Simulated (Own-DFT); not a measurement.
GaP (zincblende, strongly disordered by large displacements) (calculated)

All values are calculated (Own-DFT development build). A calculation, not a measurement: plane-wave PBE density functional theory by an unreviewed code, no spin, of a simulated periodic cell, stress positive in tension, free energy of the whole cell less one offset for each atom, forces on such cells passed a denser k mesh, this cell's mesh not checked; broken bonds can close the gap or carry spin, so checks made on this kind of crystal may not hold here; offsets are fitted by least squares, one for each functional and potential file, so energies compare only between cells with the same atoms and settings and are not formation energies; the far tail of each file's local potential was reset to the Coulomb form; each entry is a single point on an unrelaxed cell, so the pressure reflects the starting lattice, mostly measured values (interpolated for alloys), from which strain is counted, and rises with the displacements; printed positions are rounded, which can move forces by about a meV/angstrom; the program, named Own-DFT, is a retired in-house code; no spin-orbit coupling.

```xyz
64
Lattice="10.9010 0.0000 0.0000 0.0000 10.9010 0.0000 0.0000 0.0000 10.9010" Properties=species:S:1:pos:R:3:force_x:R:1:force_y:R:1:force_z:R:1 formula=GaP functional=PBE potential_files=PseudoDojo_norm-conserving,scalar-relativistic,standard_set wave_cutoff=42 occupations=Fermi-Dirac smearing_width=0.1 hardware=one_NVIDIA_H100 k_mesh=3_x_3_x_3_centred_on_Gamma free_energy_of_cell_above_offsets=3.664 pressure=10.72 stress_xx=-11.02 stress_yy=-11.17 stress_zz=-9.96 stress_yz=-2.04 stress_xz=-0.54 stress_xy=-2.22 wall_time=554
Ga     0.2253    10.7838    10.8501     -4.047      3.557      3.726
Ga     0.0205     2.2742     2.8172     -0.893      1.712      1.958
Ga     2.5492     0.1363     3.2814      2.654      1.581         -1
Ga     2.8618     2.7840     0.1170     -0.555      -1.08     -0.814
P      1.4494     1.1416     1.5889      0.679      1.083     -2.404
P      1.3448     4.0378     4.2097      0.304     -0.272     -0.825
P      4.5186     1.3178     3.9956       -3.1     -2.288      2.235
P      4.3847     4.3073     1.0494     -5.223     -1.808      3.259
Ga    10.6526     0.0774     5.5853      1.614     -4.404      1.712
Ga     0.0062     2.7275     8.3386     -4.679     -4.405     -5.603
Ga     2.5020    10.7462     8.1213      1.003       2.27     -0.673
Ga     3.1387     2.8877     5.3528     -5.752     -5.139     -5.171
P      1.2582     1.3437     6.4249      2.238      1.263      2.627
P      1.3380     3.7894     9.1876      6.401      5.501      5.749
P      4.3162     1.4057     9.7287     -1.214     -0.687     -1.151
P      4.2238     3.9874     6.4642      5.107      5.792      7.173
Ga    10.8329     5.0783     0.0320      0.224      0.749      0.154
Ga     0.1474     8.1898     2.9508      -6.86     -3.962     -3.515
Ga     2.5809     5.5546     2.6707       -0.1     -0.768     -0.271
Ga     2.7107     7.8199    10.7973     -0.249      4.772     -0.181
P      1.5151     7.2899     1.4287     -2.857     -4.114      1.849
P      1.4212     9.3544     3.7531      3.955      3.623      6.523
P      3.9272     6.9376     3.9088      3.936     -2.166      -0.86
P      4.1229     9.4518     1.2275     -1.539     -0.458      0.541
Ga    10.6542     5.4059     5.6951      5.135      0.333      1.457
Ga    10.8417     8.5480     8.2356      3.809     -3.192      5.399
Ga     3.1882     5.3062     8.5228     -4.613     -6.376     -6.525
Ga     2.8070     8.0175     5.2921      -2.86      1.496      3.043
P      1.1958     7.0251     7.2927      2.229     -2.668     -2.417
P      1.2643     9.6281     9.6127      3.792     -3.544     -1.935
P      3.8824     6.7473     9.5549      7.637      3.953      1.839
P      3.9876     9.4760     6.8006     -1.785     -1.156      0.645
Ga     5.5237    10.7420     0.2258      1.854      1.952     -1.996
Ga     5.0537     2.8050     2.6274      0.667      1.131     -2.544
Ga     8.1763     0.3567     2.4578     -0.299      -1.28      0.275
Ga     8.0122     2.7282    10.7775      2.182      1.211     -1.571
P      6.7963     1.7749     1.3393      -1.86     -2.691      1.093
P      6.6339     3.8212     3.7983      1.767      2.474      1.799
P      9.3655     0.9609     4.2752     -1.729      3.697     -2.799
P      9.4864     3.9827     1.7816      2.657     -2.449     -3.654
Ga     5.3518    10.6287     5.6202      0.882      2.284     -0.139
Ga     5.6477     2.8425     8.1886     -5.487     -5.746     -4.677
Ga     8.3393     0.0107     8.0283      1.804      2.829     -4.446
Ga     8.2247     2.8916     5.2262     -1.451      -2.29     -0.108
P      6.6458     1.3101     6.8304      1.828      0.322     -0.677
P      6.6008     4.0436     9.3160      6.242      6.281      4.522
P      9.5146     1.3581     9.3584      0.387      0.018      2.494
P      9.5197     3.9734     6.6671     -1.083     -1.746       2.81
Ga     5.7992     5.4344     0.0854      1.067      2.167     -2.994
Ga     5.5136     8.1375     2.4024     -5.289      5.695       5.36
Ga     8.0790     5.2831     2.5880     -1.305      2.311      2.448
Ga     8.2622     8.0143     0.0821     -1.171       1.61      0.327
P      6.6618     6.8612     1.5809      6.773      -4.85     -3.995
P      6.8892     9.8268     4.2952      0.355     -1.579     -2.627
P      9.9054     6.6487     4.2938     -4.062      3.282     -3.946
P      9.4440     9.6277     1.3287      0.854     -0.527      0.473
Ga     5.8405     5.5447     5.3870     -1.468     -0.122      -0.72
Ga     5.3949     8.5589     8.3890      0.675     -1.028     -0.082
Ga     8.2388     5.4937     7.8731      1.669      -2.09      3.196
Ga     7.8222     8.2506     5.6232      2.856      1.529     -3.261
P      7.0301     6.9334     6.9718     -5.068     -0.717      0.745
P      7.2648     9.7403     9.2176     -4.861     -4.487      6.078
P      9.5287     6.7283     9.7625      1.041     -1.445     -1.903
P      9.5119     9.0681     6.9773     -4.819      5.054     -6.024
```

Units: wave_cutoff in hartree; smearing_width, free_energy_of_cell_above_offsets in eV; pressure, stress_xx, stress_yy, stress_zz, stress_yz, stress_xz, stress_xy in GPa; wall_time in s; force_x, force_y, force_z in eV/Å.
